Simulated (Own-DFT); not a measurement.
Simulation results for GaP (zincblende, atoms displaced)

All values are calculated (Own-DFT development build). A calculation, not a measurement: plane-wave PBE density functional theory by an unreviewed code, no spin, of a simulated periodic cell, stress positive in tension, free energy of the whole cell less one offset for each atom, forces on such cells passed a denser k mesh, this cell's mesh not checked; offsets are fitted by least squares, one for each functional and potential file, so energies compare only between cells with the same atoms and settings and are not formation energies; the far tail of each file's local potential was reset to the Coulomb form; each entry is a single point on an unrelaxed cell, so the pressure reflects the starting lattice, mostly measured values (interpolated for alloys), from which strain is counted, and rises with the displacements; printed positions are rounded, which can move forces by about a meV/angstrom; the program, named Own-DFT, is a retired in-house code; no spin-orbit coupling.

Common to all runs: functional PBE; potential files PseudoDojo norm-conserving, scalar-relativistic, standard set; wave cutoff 42 hartree; occupations Fermi-Dirac; smearing width 0.1 eV; hardware one NVIDIA H100; k mesh 3 x 3 x 3 centred on Gamma.

(1) GaP (zincblende, atoms displaced)

```
CELL_PARAMETERS angstrom
10.90100 0.00000 0.00000
0.00000 10.90100 0.00000
0.00000 0.00000 10.90100
ATOMIC_POSITIONS crystal
Ga 0.00430 0.99791 0.00423
Ga 0.99599 0.25190 0.24880
Ga 0.24873 0.99824 0.25316
Ga 0.25663 0.25773 0.00527
P 0.12656 0.11993 0.12796
P 0.12447 0.37208 0.36709
P 0.36905 0.12252 0.37353
P 0.36628 0.38241 0.12485
Ga 0.99576 0.00230 0.50720
Ga 0.00221 0.24511 0.74794
Ga 0.24992 0.99917 0.75258
Ga 0.25606 0.25363 0.50338
P 0.11900 0.12292 0.61915
P 0.11859 0.36837 0.87974
P 0.37266 0.13504 0.87312
P 0.38127 0.37631 0.62131
Ga 0.00392 0.50095 0.99438
Ga 0.00162 0.74466 0.25198
Ga 0.24705 0.50590 0.24923
Ga 0.25034 0.75155 0.00692
P 0.12043 0.62253 0.12687
P 0.13140 0.88041 0.37493
P 0.38268 0.62835 0.36837
P 0.37377 0.87429 0.11984
Ga 0.00107 0.50329 0.50384
Ga 0.99765 0.74612 0.74154
Ga 0.24770 0.50428 0.75007
Ga 0.24576 0.74401 0.50281
P 0.12707 0.62105 0.62580
P 0.12800 0.86970 0.87595
P 0.38319 0.62433 0.87662
P 0.37708 0.88577 0.62637
Ga 0.49237 0.00483 0.00653
Ga 0.50512 0.25229 0.24621
Ga 0.74574 0.00032 0.24718
Ga 0.74184 0.25303 0.99909
P 0.63335 0.12570 0.12579
P 0.62383 0.37601 0.37937
P 0.86909 0.12604 0.37600
P 0.87761 0.37165 0.12955
Ga 0.49335 0.00203 0.50540
Ga 0.50135 0.26487 0.75566
Ga 0.74524 0.00394 0.75195
Ga 0.75346 0.24161 0.50478
P 0.62616 0.11783 0.62502
P 0.62612 0.37142 0.87617
P 0.87142 0.12967 0.87084
P 0.87287 0.37653 0.62554
Ga 0.49856 0.49739 0.99647
Ga 0.49952 0.74961 0.25178
Ga 0.73446 0.49669 0.24447
Ga 0.74157 0.74450 0.00243
P 0.63247 0.62645 0.12288
P 0.61911 0.87080 0.36920
P 0.87419 0.62179 0.37320
P 0.87473 0.88130 0.12329
Ga 0.50644 0.50876 0.49810
Ga 0.50782 0.74556 0.74730
Ga 0.74762 0.49995 0.74832
Ga 0.74740 0.74980 0.50087
P 0.63086 0.62575 0.62881
P 0.62661 0.87774 0.87427
P 0.87142 0.62479 0.87108
P 0.87105 0.86709 0.62580
```

* free energy of cell above offsets: -33.219 eV
* pressure: 3.27 GPa
* stress xx: -3.17 GPa
* stress yy: -3.29 GPa
* stress zz: -3.35 GPa
* stress yz: 0.44 GPa
* stress xz: -0.29 GPa
* stress xy: -0.56 GPa
* wall time: 555.1 s

Force:
| element | x (eV/Å) | y (eV/Å) | z (eV/Å) |
| --- | --- | --- | --- |
| Ga | -0.338 | 0.359 | -0.919 |
| Ga | 0.386 | -1.072 | 0.262 |
| Ga | 0.443 | 0.037 | -0.7 |
| Ga | -1.177 | -1.031 | -0.397 |
| P | 0.091 | 0.939 | -0.169 |
| P | 0.298 | 0.552 | 1.261 |
| P | 1.051 | 0.669 | 0.027 |
| P | 1.595 | -0.013 | 0.542 |
| Ga | -0.507 | -0.862 | -1.125 |
| Ga | -0.516 | 0.418 | -0.064 |
| Ga | -0.359 | 0.494 | 0.038 |
| Ga | -0.79 | -0.358 | -0.68 |
| P | 1.334 | 0.535 | 0.873 |
| P | 1.029 | 0.403 | -0.753 |
| P | 0.229 | -0.408 | 0.218 |
| P | -0.364 | 0.936 | 0.316 |
| Ga | -1.019 | -0.117 | 0.424 |
| Ga | -0.415 | 1.139 | 0.172 |
| Ga | 0.046 | -0.212 | 0.493 |
| Ga | -0.177 | -0.827 | -0.732 |
| P | 0.45 | 0.417 | -0.581 |
| P | -1.285 | -1.149 | 0.742 |
| P | -1.283 | -0.552 | 1.035 |
| P | 0.195 | 0.172 | 1.296 |
| Ga | -0.275 | -0.773 | -0.909 |
| Ga | 0.272 | 0.144 | 0.93 |
| Ga | 0.62 | -1.032 | 0.747 |
| Ga | 0.951 | 1.066 | -0.482 |
| P | -0.255 | 0.297 | -0.061 |
| P | -0.523 | 0.089 | -0.331 |
| P | -1.035 | 0.465 | -0.371 |
| P | -0.546 | -2.13 | 0.489 |
| Ga | 0.757 | 0.243 | -0.976 |
| Ga | -0.792 | -0.056 | 0.375 |
| Ga | 0.583 | -0.489 | 0.716 |
| Ga | 1.647 | -0.33 | 0.285 |
| P | -1.473 | 0.116 | -0.322 |
| P | 0.118 | -0.531 | 0.019 |
| P | 0.694 | -0.564 | -0.347 |
| P | -1.009 | 0.945 | -1.138 |
| Ga | 0.702 | 0.225 | -1.353 |
| Ga | -0.257 | -1.699 | -0.983 |
| Ga | 0.849 | -0.645 | 0.083 |
| Ga | -0.487 | 0.802 | -0.005 |
| P | -0.747 | 1.226 | 0.155 |
| P | 0.138 | 1.392 | 0.108 |
| P | 0.335 | -0.509 | 0.729 |
| P | 0.376 | -0.293 | 0.028 |
| Ga | 0.394 | 0.051 | 0.607 |
| Ga | 0.235 | 0.273 | -1.42 |
| Ga | 1.8 | -0.436 | 0.74 |
| Ga | 1.559 | 1.518 | -0.993 |
| P | -2.204 | -0.573 | 0.285 |
| P | 0.481 | 0.908 | 1.077 |
| P | -0.495 | -0.024 | 0.142 |
| P | -0.163 | -1.242 | 0.287 |
| Ga | -0.326 | -0.35 | 0.099 |
| Ga | -0.715 | 1.133 | 0.382 |
| Ga | 0.469 | -0.476 | 0.444 |
| Ga | 0.259 | -0.102 | -0.919 |
| P | -0.434 | -0.144 | -0.72 |
| P | -0.704 | -0.199 | 0.618 |
| P | 0.281 | 0.016 | 0.43 |
| P | 0.003 | 1.221 | -0.02 |

(2) GaP (zincblende, atoms displaced)

```
CELL_PARAMETERS angstrom
10.90100 0.00000 0.00000
0.00000 10.90100 0.00000
0.00000 0.00000 10.90100
ATOMIC_POSITIONS crystal
Ga 0.98865 0.00405 0.99841
Ga 0.00036 0.25175 0.25134
Ga 0.25300 0.00119 0.24738
Ga 0.24640 0.24814 0.99743
P 0.12023 0.12920 0.11551
P 0.12583 0.37291 0.37706
P 0.38235 0.11940 0.37858
P 0.37504 0.38184 0.12807
Ga 0.00116 0.00554 0.50211
Ga 0.00403 0.25008 0.75348
Ga 0.24236 0.99881 0.75463
Ga 0.24876 0.25318 0.50517
P 0.12091 0.13162 0.62286
P 0.12703 0.37310 0.86658
P 0.37814 0.12082 0.87871
P 0.37484 0.38229 0.62648
Ga 0.00376 0.49852 0.99620
Ga 0.99994 0.74635 0.25498
Ga 0.25388 0.48917 0.25329
Ga 0.24972 0.75229 0.99761
P 0.12409 0.62515 0.12924
P 0.12670 0.87684 0.37507
P 0.37247 0.63121 0.37919
P 0.37310 0.87330 0.11660
Ga 0.00335 0.50313 0.49861
Ga 0.00359 0.74885 0.75445
Ga 0.26222 0.50164 0.74698
Ga 0.24693 0.74978 0.50757
P 0.12821 0.61763 0.62527
P 0.12747 0.87731 0.86835
P 0.38670 0.62257 0.87206
P 0.37589 0.86221 0.63397
Ga 0.50008 0.99785 0.00518
Ga 0.49977 0.24784 0.24472
Ga 0.74219 0.99594 0.26082
Ga 0.74671 0.24764 0.99436
P 0.62431 0.12745 0.12347
P 0.62595 0.37303 0.37810
P 0.87242 0.13257 0.37266
P 0.88455 0.36849 0.11679
Ga 0.49089 0.00294 0.50759
Ga 0.50112 0.24512 0.75086
Ga 0.74546 0.00018 0.74378
Ga 0.75176 0.25766 0.50342
P 0.62551 0.12794 0.62448
P 0.62643 0.37556 0.87593
P 0.86947 0.12575 0.87927
P 0.87986 0.36863 0.62724
Ga 0.49145 0.49682 0.00144
Ga 0.50251 0.75199 0.24870
Ga 0.75502 0.49852 0.25783
Ga 0.75492 0.75025 0.00168
P 0.62941 0.62851 0.12477
P 0.62486 0.87703 0.37241
P 0.86865 0.62021 0.37297
P 0.87478 0.87264 0.12086
Ga 0.49794 0.49527 0.49733
Ga 0.49868 0.76016 0.75344
Ga 0.75678 0.49585 0.74407
Ga 0.74637 0.75222 0.50109
P 0.62471 0.61674 0.62394
P 0.62414 0.87736 0.88102
P 0.87666 0.63293 0.86994
P 0.86891 0.87218 0.61631
```

- free energy of cell above offsets: -33.390 eV
- pressure: 3.25 GPa
- stress xx: -3.27 GPa
- stress yy: -3.2 GPa
- stress zz: -3.27 GPa
- stress yz: 0.26 GPa
- stress xz: 0 GPa
- stress xy: -0.58 GPa
- wall time: 553.6 s

Force:
| element | x (eV/Å) | y (eV/Å) | z (eV/Å) |
| --- | --- | --- | --- |
| Ga | 0.924 | -0.643 | 0.027 |
| Ga | 0.236 | -0.191 | -0.376 |
| Ga | -0.319 | 0.083 | -0.313 |
| Ga | 0.603 | 0.494 | -0.149 |
| P | 0.241 | -0.69 | 1.215 |
| P | -0.092 | -0.028 | -0.072 |
| P | -1.352 | 1.18 | -0.64 |
| P | -0.201 | -1.692 | -0.453 |
| Ga | -0.569 | -0.317 | -0.671 |
| Ga | -0.791 | -0.51 | 0.112 |
| Ga | 1.203 | 0.883 | -1.074 |
| Ga | 0.643 | -0.151 | -0.415 |
| P | 0.625 | -0.837 | 0.608 |
| P | 0.74 | 0.853 | 0.594 |
| P | -0.489 | 0.247 | -0.367 |
| P | 0.684 | -1.702 | -0.4 |
| Ga | -0.013 | 0.499 | -0.155 |
| Ga | -0.219 | 0.318 | -0.295 |
| Ga | -0.589 | 1.712 | 0.461 |
| Ga | -0.186 | -0.89 | -0.303 |
| P | 0.557 | -0.41 | -0.413 |
| P | -0.119 | 0.068 | 0.288 |
| P | 0.268 | -0.636 | -0.512 |
| P | 0.197 | 0.081 | 1.171 |
| Ga | -0.536 | -0.424 | -0.016 |
| Ga | -0.018 | 0.303 | -1.294 |
| Ga | -0.988 | 0.301 | 0.789 |
| Ga | -0.091 | -0.016 | -0.553 |
| P | -0.312 | 0.714 | 0.464 |
| P | -1.178 | -0.356 | 1.439 |
| P | -1.265 | 0.672 | 0.315 |
| P | -1.147 | 2.169 | -1.075 |
| Ga | 0.179 | 0.349 | -0.213 |
| Ga | 0.152 | 0.271 | 0.588 |
| Ga | 1.296 | 1.11 | -1.58 |
| Ga | 0.034 | 0.531 | 0.762 |
| P | 0.275 | -0.588 | 0.288 |
| P | -0.319 | -0.013 | -0.649 |
| P | -0.008 | -0.691 | 0.39 |
| P | -1.19 | 0.633 | 0.537 |
| Ga | 1.044 | -1.125 | 0.362 |
| Ga | -0.206 | 0.629 | 0.178 |
| Ga | 0.332 | -0.275 | 0.595 |
| Ga | -0.117 | -0.688 | -0.242 |
| P | -0.194 | -0.103 | -0.357 |
| P | -0.325 | 0.204 | -0.259 |
| P | 0.227 | -0.184 | -1.601 |
| P | 0.384 | 0.716 | -0.244 |
| Ga | 1.678 | 0.486 | 0.026 |
| Ga | -0.397 | -0.193 | -0.167 |
| Ga | -0.693 | -0.905 | -1.754 |
| Ga | -0.506 | -0.133 | -0.438 |
| P | -0.318 | -0.928 | 0.134 |
| P | -1.243 | -0.548 | 1.445 |
| P | 1.131 | 1.088 | 1.141 |
| P | 0.112 | 0.464 | 1.342 |
| Ga | 0.105 | 0.781 | -0.18 |
| Ga | 1.703 | -1.615 | 0.552 |
| Ga | -0.32 | 0.426 | 0.546 |
| Ga | -0.534 | -0.981 | -0.502 |
| P | -0.14 | 0.94 | 0.198 |
| P | 0.5 | -0.018 | -0.48 |
| P | -0.263 | -1.3 | 0.543 |
| P | 1.176 | 0.576 | 1.105 |

(3) GaP (zincblende, atoms displaced)

```
CELL_PARAMETERS angstrom
10.90100 0.00000 0.00000
0.00000 10.90100 0.00000
0.00000 0.00000 10.90100
ATOMIC_POSITIONS crystal
Ga 0.00583 0.99494 0.00090
Ga 0.00868 0.24603 0.24771
Ga 0.24755 0.00002 0.25477
Ga 0.25849 0.24978 0.99619
P 0.11911 0.12214 0.11847
P 0.12786 0.37353 0.37971
P 0.38250 0.12430 0.36960
P 0.36741 0.38373 0.12846
Ga 0.99500 0.00543 0.49502
Ga 0.00254 0.24924 0.75235
Ga 0.25036 0.99416 0.74524
Ga 0.24777 0.25782 0.50361
P 0.12318 0.13128 0.62543
P 0.12182 0.38058 0.87244
P 0.37629 0.12645 0.87461
P 0.36939 0.37856 0.62790
Ga 0.00751 0.50475 0.00811
Ga 0.99618 0.75016 0.23998
Ga 0.25865 0.50757 0.24353
Ga 0.24867 0.74535 0.99935
P 0.12737 0.63081 0.12560
P 0.12924 0.87544 0.37427
P 0.37740 0.62479 0.37162
P 0.37765 0.87730 0.11901
Ga 0.00226 0.49831 0.49537
Ga 0.99628 0.74545 0.74937
Ga 0.24912 0.49692 0.75572
Ga 0.24393 0.74849 0.50282
P 0.12598 0.62605 0.62229
P 0.12503 0.87046 0.87371
P 0.37424 0.62947 0.86683
P 0.37171 0.87897 0.62806
Ga 0.49852 0.98580 0.00064
Ga 0.49914 0.24428 0.25087
Ga 0.74855 0.99470 0.25691
Ga 0.76055 0.24673 0.99465
P 0.63180 0.12182 0.12029
P 0.62788 0.37136 0.37612
P 0.87412 0.11723 0.37774
P 0.87242 0.38519 0.12911
Ga 0.49620 0.99728 0.49437
Ga 0.49602 0.25163 0.74628
Ga 0.74501 0.00751 0.75439
Ga 0.75344 0.24933 0.49398
P 0.62812 0.12496 0.63016
P 0.62801 0.38235 0.87890
P 0.87851 0.12337 0.87434
P 0.87808 0.37819 0.63115
Ga 0.50674 0.49535 0.99661
Ga 0.50992 0.75223 0.24412
Ga 0.75106 0.49823 0.24949
Ga 0.74996 0.75644 0.00733
P 0.61894 0.62703 0.12938
P 0.62446 0.87685 0.36863
P 0.87729 0.63354 0.36672
P 0.87264 0.87773 0.13434
Ga 0.50284 0.50549 0.50403
Ga 0.49482 0.74943 0.74970
Ga 0.75064 0.50851 0.75446
Ga 0.74742 0.75849 0.49595
P 0.62835 0.62068 0.63193
P 0.62878 0.87031 0.87241
P 0.87116 0.62625 0.88188
P 0.87402 0.87581 0.62389
```

* free energy of cell above offsets: -33.158 eV
* pressure: 3.35 GPa
* stress xx: -3.35 GPa
* stress yy: -3.35 GPa
* stress zz: -3.36 GPa
* stress yz: -0.16 GPa
* stress xz: 0.7 GPa
* stress xy: 0.31 GPa
* wall time: 524.6 s

Force:
| element | x (eV/Å) | y (eV/Å) | z (eV/Å) |
| --- | --- | --- | --- |
| Ga | -0.97 | -0.306 | -0.354 |
| Ga | -1.057 | 0.533 | 0.408 |
| Ga | 0.436 | 0.255 | -0.916 |
| Ga | -1.038 | 0.438 | 0.306 |
| P | 1.524 | 0.413 | 0.431 |
| P | 0.057 | 0.498 | -1.471 |
| P | -1.54 | 0.142 | 0.969 |
| P | 1.645 | -1.573 | -1.098 |
| Ga | 1.15 | -0.995 | 1.085 |
| Ga | -0.293 | 0.347 | -0.09 |
| Ga | -0.77 | 1.313 | 0.867 |
| Ga | 0.653 | -0.966 | -0.153 |
| P | 0.299 | -0.94 | -0.265 |
| P | 0.185 | -0.7 | 1.037 |
| P | 0.307 | -0.888 | -0.215 |
| P | 0.801 | 0.096 | -0.335 |
| Ga | -0.782 | -0.286 | -0.628 |
| Ga | 0.868 | 0.379 | 0.927 |
| Ga | -1.429 | 0.108 | 1.297 |
| Ga | 0.622 | 0.612 | -0.369 |
| P | 0.167 | -0.307 | 0.258 |
| P | -1.023 | -0.218 | 0.07 |
| P | 0.355 | 0.901 | 0.6 |
| P | -1.215 | -1.009 | 1.354 |
| Ga | -0.565 | 0.537 | 0.321 |
| Ga | -0.098 | 0.129 | -0.039 |
| Ga | -0.15 | 0.796 | -0.67 |
| Ga | 0.912 | 0.244 | -0.46 |
| P | -0.418 | -0.71 | 0.603 |
| P | -0.031 | 0.024 | -0.16 |
| P | -0.062 | -0.989 | 1.298 |
| P | 0.712 | -0.908 | -1.159 |
| Ga | 1.051 | 1.668 | -0.969 |
| Ga | 0.804 | 0.909 | -1.013 |
| Ga | 0.142 | 1.218 | -0.727 |
| Ga | -0.619 | 0.804 | 0.71 |
| P | -0.473 | -0.043 | 0.162 |
| P | -0.575 | 0.464 | -0.144 |
| P | -0.164 | 1.355 | -1.174 |
| P | 1.147 | -1.552 | -0.679 |
| Ga | 0.538 | 0.236 | 0.796 |
| Ga | 0.496 | 0.247 | 0.433 |
| Ga | 0.693 | -0.928 | -0.158 |
| Ga | 0.16 | 0.061 | 1.148 |
| P | -0.782 | 0.415 | -1.254 |
| P | 0.417 | -1.558 | -0.959 |
| P | 0.513 | -0.347 | 0.039 |
| P | -0.426 | -0.064 | -0.603 |
| Ga | -1.282 | 1.104 | 0.694 |
| Ga | -1.702 | 0.34 | 0.57 |
| Ga | -0.672 | 0.851 | 0.657 |
| Ga | -0.131 | -0.57 | -0.06 |
| P | 1.246 | -0.916 | -1.064 |
| P | -0.632 | -0.365 | 1.066 |
| P | -0.426 | -0.924 | 0.952 |
| P | 0.25 | 0.334 | -1.281 |
| Ga | -0.171 | -0.677 | -0.298 |
| Ga | 0.837 | 0.379 | -0.491 |
| Ga | 0.499 | -0.957 | 0.185 |
| Ga | 0.241 | -0.819 | 0.392 |
| P | -0.447 | 1.412 | -1.077 |
| P | -0.427 | 0.205 | 0.096 |
| P | 0.714 | 0.299 | 0.279 |
| P | -0.074 | 0.448 | 0.327 |

(4) GaP (zincblende, atoms displaced)

```
CELL_PARAMETERS angstrom
10.90100 0.00000 0.00000
0.00000 10.90100 0.00000
0.00000 0.00000 10.90100
ATOMIC_POSITIONS crystal
Ga 0.00656 0.99384 0.99839
Ga 0.99899 0.25307 0.25300
Ga 0.25116 0.99297 0.24730
Ga 0.24717 0.25192 0.99969
P 0.13046 0.12436 0.12511
P 0.12708 0.37514 0.37464
P 0.37955 0.12183 0.36793
P 0.37320 0.37770 0.11219
Ga 0.00238 0.99411 0.48956
Ga 0.99459 0.25411 0.75804
Ga 0.24704 0.99765 0.75495
Ga 0.25789 0.24892 0.49123
P 0.12051 0.12142 0.62469
P 0.12237 0.37962 0.87269
P 0.37440 0.13048 0.87186
P 0.36876 0.36940 0.63090
Ga 0.99875 0.50031 0.99554
Ga 0.99740 0.74799 0.24939
Ga 0.25192 0.49147 0.25592
Ga 0.24964 0.74998 0.99706
P 0.11879 0.62147 0.12661
P 0.12877 0.87486 0.37073
P 0.36892 0.62720 0.37013
P 0.36987 0.88194 0.13080
Ga 0.00532 0.50290 0.50983
Ga 0.00222 0.75336 0.73990
Ga 0.25335 0.49333 0.74449
Ga 0.25092 0.74373 0.50029
P 0.12723 0.62494 0.62498
P 0.12885 0.87935 0.87610
P 0.37935 0.62414 0.87660
P 0.36930 0.86930 0.62446
Ga 0.49542 0.99787 0.99994
Ga 0.48942 0.24816 0.25846
Ga 0.74936 0.00025 0.25266
Ga 0.74127 0.25333 0.00327
P 0.62416 0.12592 0.12585
P 0.63042 0.37398 0.37956
P 0.86855 0.12713 0.36766
P 0.87892 0.37604 0.12547
Ga 0.50209 0.00576 0.50849
Ga 0.48907 0.24432 0.75305
Ga 0.75648 0.00285 0.74888
Ga 0.75540 0.24996 0.50458
P 0.61725 0.12742 0.62834
P 0.62258 0.36545 0.88300
P 0.86872 0.13284 0.87375
P 0.86934 0.37860 0.61872
Ga 0.50360 0.50142 0.00232
Ga 0.50415 0.74441 0.24825
Ga 0.74776 0.51020 0.24414
Ga 0.75114 0.74339 0.99869
P 0.62869 0.63023 0.12127
P 0.62276 0.88001 0.37874
P 0.88529 0.61593 0.37679
P 0.88216 0.87943 0.11873
Ga 0.50008 0.50485 0.49973
Ga 0.50431 0.75098 0.74893
Ga 0.74479 0.49555 0.75218
Ga 0.74547 0.75440 0.49939
P 0.63396 0.62450 0.62897
P 0.62550 0.87175 0.87608
P 0.87353 0.62619 0.87387
P 0.87713 0.87398 0.62809
```

- free energy of cell above offsets: -33.202 eV
- pressure: 3.23 GPa
- stress xx: -3.21 GPa
- stress yy: -3.25 GPa
- stress zz: -3.23 GPa
- stress yz: 0.11 GPa
- stress xz: 0.57 GPa
- stress xy: -0.3 GPa
- wall time: 559 s

Force:
| element | x (eV/Å) | y (eV/Å) | z (eV/Å) |
| --- | --- | --- | --- |
| Ga | -0.409 | 1.59 | -0.167 |
| Ga | 0.283 | -0.338 | -0.464 |
| Ga | -0.657 | 1.374 | 0.721 |
| Ga | -0.198 | -0.084 | -0.518 |
| P | -0.667 | 0.102 | 0.2 |
| P | -0.383 | -0.281 | 0.83 |
| P | -1.025 | -1.029 | 1.302 |
| P | 0.209 | -0.218 | 1.77 |
| Ga | -0.485 | 0.737 | 0.631 |
| Ga | 0.226 | -0.052 | -1.269 |
| Ga | 0.423 | 0.713 | -0.958 |
| Ga | -0.851 | -0.566 | 0.656 |
| P | 0.248 | 0.493 | -0.208 |
| P | 0.331 | -0.298 | 0.099 |
| P | -0.982 | -1.464 | 1.133 |
| P | 1.171 | 0.217 | -1.437 |
| Ga | -0.126 | 0.191 | 0.368 |
| Ga | 0.172 | 0.195 | -0.086 |
| Ga | -0.165 | 0.583 | -1.411 |
| Ga | -0.049 | -0.332 | 0.771 |
| P | 0.981 | 0.094 | -0.193 |
| P | -0.176 | -0.828 | 0.233 |
| P | 0.949 | -0.51 | 0.251 |
| P | 1.306 | -1.871 | -1.288 |
| Ga | -0.166 | -0.799 | -0.789 |
| Ga | 0.18 | -0.296 | 1.384 |
| Ga | -0.477 | 1.007 | 1.09 |
| Ga | -0.336 | 0.704 | -0.371 |
| P | 0.419 | -0.005 | 0.488 |
| P | -0.45 | -1.276 | -0.417 |
| P | -0.26 | -0.02 | -0.517 |
| P | 0.643 | 0.617 | 0.24 |
| Ga | 0.417 | 0.413 | -0.028 |
| Ga | 1.631 | 1.346 | -1.59 |
| Ga | -0.157 | -0.257 | -1.016 |
| Ga | 1.311 | -0.635 | 0.828 |
| P | -0.637 | -0.272 | 0.361 |
| P | -0.761 | 0.417 | -0.691 |
| P | 0.878 | -0.154 | 1.048 |
| P | -0.754 | 0.156 | -0.301 |
| Ga | -0.894 | -0.778 | -0.609 |
| Ga | 1.229 | 1.021 | -0.369 |
| Ga | -0.816 | -0.116 | 0.242 |
| Ga | -0.846 | -0.559 | -0.494 |
| P | 1.329 | 0.276 | 0.301 |
| P | -0.761 | 1.252 | -1.42 |
| P | 0.448 | -0.754 | 0.935 |
| P | 0.94 | -0.014 | 1.294 |
| Ga | 0.046 | 0.012 | -0.431 |
| Ga | -0.557 | 1.073 | 0.25 |
| Ga | 0.696 | -1.211 | 0.832 |
| Ga | 0.543 | 1.346 | -0.246 |
| P | -0.602 | -0.435 | 0.281 |
| P | -0.126 | -0.459 | -0.319 |
| P | -1.229 | 1.234 | -0.029 |
| P | -1.219 | -0.806 | 0.886 |
| Ga | 0.059 | -0.378 | 0.298 |
| Ga | -0.255 | -0.239 | -0.079 |
| Ga | 0.362 | -0.279 | 0.503 |
| Ga | 1.005 | -0.59 | -0.075 |
| P | -1.194 | 0.2 | -0.492 |
| P | 0.207 | 0.606 | -0.008 |
| P | 0.412 | -0.306 | -0.694 |
| P | -0.383 | 0.536 | -1.239 |

(5) GaP (zincblende, atoms displaced)

```
CELL_PARAMETERS angstrom
10.90100 0.00000 0.00000
0.00000 10.90100 0.00000
0.00000 0.00000 10.90100
ATOMIC_POSITIONS crystal
Ga 0.99826 0.99489 0.99502
Ga 0.99855 0.24757 0.25385
Ga 0.24934 0.99799 0.25032
Ga 0.24572 0.24926 0.99486
P 0.12672 0.12636 0.12115
P 0.11745 0.37048 0.37368
P 0.37380 0.12384 0.37132
P 0.37063 0.37293 0.12413
Ga 0.99719 0.00241 0.50593
Ga 0.00394 0.25178 0.74892
Ga 0.24594 0.00580 0.74241
Ga 0.25318 0.25799 0.50046
P 0.12844 0.12541 0.62902
P 0.12188 0.37663 0.87993
P 0.37044 0.12573 0.87259
P 0.37704 0.36238 0.61802
Ga 0.99677 0.50711 0.00518
Ga 0.99817 0.75200 0.25338
Ga 0.24243 0.50838 0.25139
Ga 0.25013 0.75309 0.00032
P 0.12785 0.61631 0.12603
P 0.13345 0.87706 0.37941
P 0.37804 0.61846 0.37486
P 0.38182 0.87319 0.12425
Ga 0.99928 0.49979 0.49238
Ga 0.99471 0.75217 0.74814
Ga 0.25131 0.49993 0.74887
Ga 0.24239 0.74827 0.50313
P 0.12218 0.62793 0.62345
P 0.12062 0.87809 0.88015
P 0.37098 0.62877 0.87916
P 0.38044 0.87888 0.63092
Ga 0.50066 0.99883 0.00461
Ga 0.50424 0.25353 0.24497
Ga 0.75207 0.00212 0.25806
Ga 0.75318 0.25278 0.99706
P 0.61988 0.12419 0.12440
P 0.62087 0.36664 0.37390
P 0.87489 0.13697 0.37520
P 0.88273 0.37687 0.12769
Ga 0.50156 0.99916 0.50671
Ga 0.49784 0.26442 0.74629
Ga 0.75758 0.00135 0.75432
Ga 0.75488 0.25699 0.51071
P 0.63023 0.12409 0.62524
P 0.63312 0.37137 0.86654
P 0.86610 0.13530 0.87339
P 0.87957 0.37005 0.62686
Ga 0.50328 0.49255 0.00451
Ga 0.49621 0.74412 0.24488
Ga 0.74788 0.50261 0.24928
Ga 0.75009 0.74044 0.00270
P 0.62222 0.62657 0.12981
P 0.62802 0.87913 0.36815
P 0.87100 0.61994 0.37128
P 0.87414 0.86968 0.12986
Ga 0.49718 0.49995 0.50514
Ga 0.49839 0.75174 0.74589
Ga 0.74769 0.49761 0.75096
Ga 0.75175 0.74975 0.49856
P 0.61937 0.62940 0.63129
P 0.62370 0.88819 0.87573
P 0.87453 0.62206 0.87894
P 0.88408 0.88085 0.62737
```

* free energy of cell above offsets: -32.843 eV
* pressure: 3.35 GPa
* stress xx: -3.4 GPa
* stress yy: -3.24 GPa
* stress zz: -3.41 GPa
* stress yz: 0.32 GPa
* stress xz: -0.44 GPa
* stress xy: 0.01 GPa
* wall time: 539.7 s

Force:
| element | x (eV/Å) | y (eV/Å) | z (eV/Å) |
| --- | --- | --- | --- |
| Ga | -0.918 | 1.182 | 0.922 |
| Ga | 0.567 | -0.161 | -1.132 |
| Ga | 0.351 | 0.329 | -0.513 |
| Ga | 0.477 | 0.028 | 0.248 |
| P | -0.63 | -0.566 | 0.431 |
| P | 1.206 | 0.69 | 0.21 |
| P | 0.361 | 0.299 | 0.487 |
| P | -0.106 | 0.231 | 0.221 |
| Ga | 0.863 | 0.764 | -1.139 |
| Ga | 0.03 | -0.273 | 0.694 |
| Ga | 0.737 | -0.982 | 1.37 |
| Ga | -1.085 | -1.701 | -1.269 |
| P | -0.726 | 0.9 | -1.219 |
| P | -0.074 | 0.529 | -0.604 |
| P | 0.704 | 0.158 | -0.009 |
| P | -0.29 | 2.628 | 0.758 |
| Ga | 0.41 | -0.832 | -0.361 |
| Ga | 0.776 | -0.352 | 0.108 |
| Ga | 1.019 | -1.733 | 0.614 |
| Ga | -0.315 | -0.031 | 0.384 |
| P | -0.731 | 2.227 | -0.377 |
| P | -1.42 | -0.005 | -0.248 |
| P | -0.713 | 0.836 | 0.368 |
| P | -1.107 | 0.035 | 0.185 |
| Ga | -0.191 | -0.041 | 0.714 |
| Ga | 0.696 | -0.336 | 0.824 |
| Ga | -0.076 | -0.201 | 0.083 |
| Ga | 1.624 | 0.229 | -0.08 |
| P | -0.326 | -0.825 | 0.356 |
| P | 0.788 | -0.689 | -1.331 |
| P | 0.876 | -0.611 | -0.551 |
| P | -1.249 | -0.406 | -0.78 |
| Ga | -0.467 | 0.691 | -0.669 |
| Ga | -1.074 | -0.635 | 0.074 |
| Ga | 0.298 | 0.57 | -0.993 |
| Ga | -0.568 | 0.139 | 1.27 |
| P | 1.27 | 0.309 | 0.024 |
| P | 0.904 | 1.344 | 0.794 |
| P | -0.31 | -1.322 | 0.856 |
| P | -1.102 | -0.076 | -0.125 |
| Ga | 0.184 | 0.414 | -0.989 |
| Ga | 0.695 | -2.327 | 0.747 |
| Ga | -0.659 | 0.169 | -0.436 |
| Ga | -0.972 | -0.737 | -1.05 |
| P | -0.286 | 0.32 | 0.395 |
| P | -1.095 | 0.473 | 1.235 |
| P | 1.863 | -1.062 | -0.046 |
| P | 0.211 | 1.675 | 0.128 |
| Ga | -0.198 | 0.344 | -0.557 |
| Ga | 0.202 | 0.627 | 1.002 |
| Ga | -0.346 | -1.067 | -0.004 |
| Ga | -0.49 | 1.27 | -0.183 |
| P | 0.27 | -0.831 | -0.811 |
| P | -0.896 | -0.987 | 1.096 |
| P | 0.365 | 0.712 | 0.582 |
| P | -0.174 | 0.682 | -0.494 |
| Ga | 0.578 | -0.404 | -0.472 |
| Ga | -0.09 | 0.423 | 1.656 |
| Ga | 0.735 | 0.553 | -0.573 |
| Ga | -0.201 | 0.35 | 0.095 |
| P | 1.003 | -0.657 | -0.844 |
| P | 0.537 | -1.837 | -0.095 |
| P | -0.169 | 0.277 | -0.85 |
| P | -1.549 | -0.721 | -0.129 |
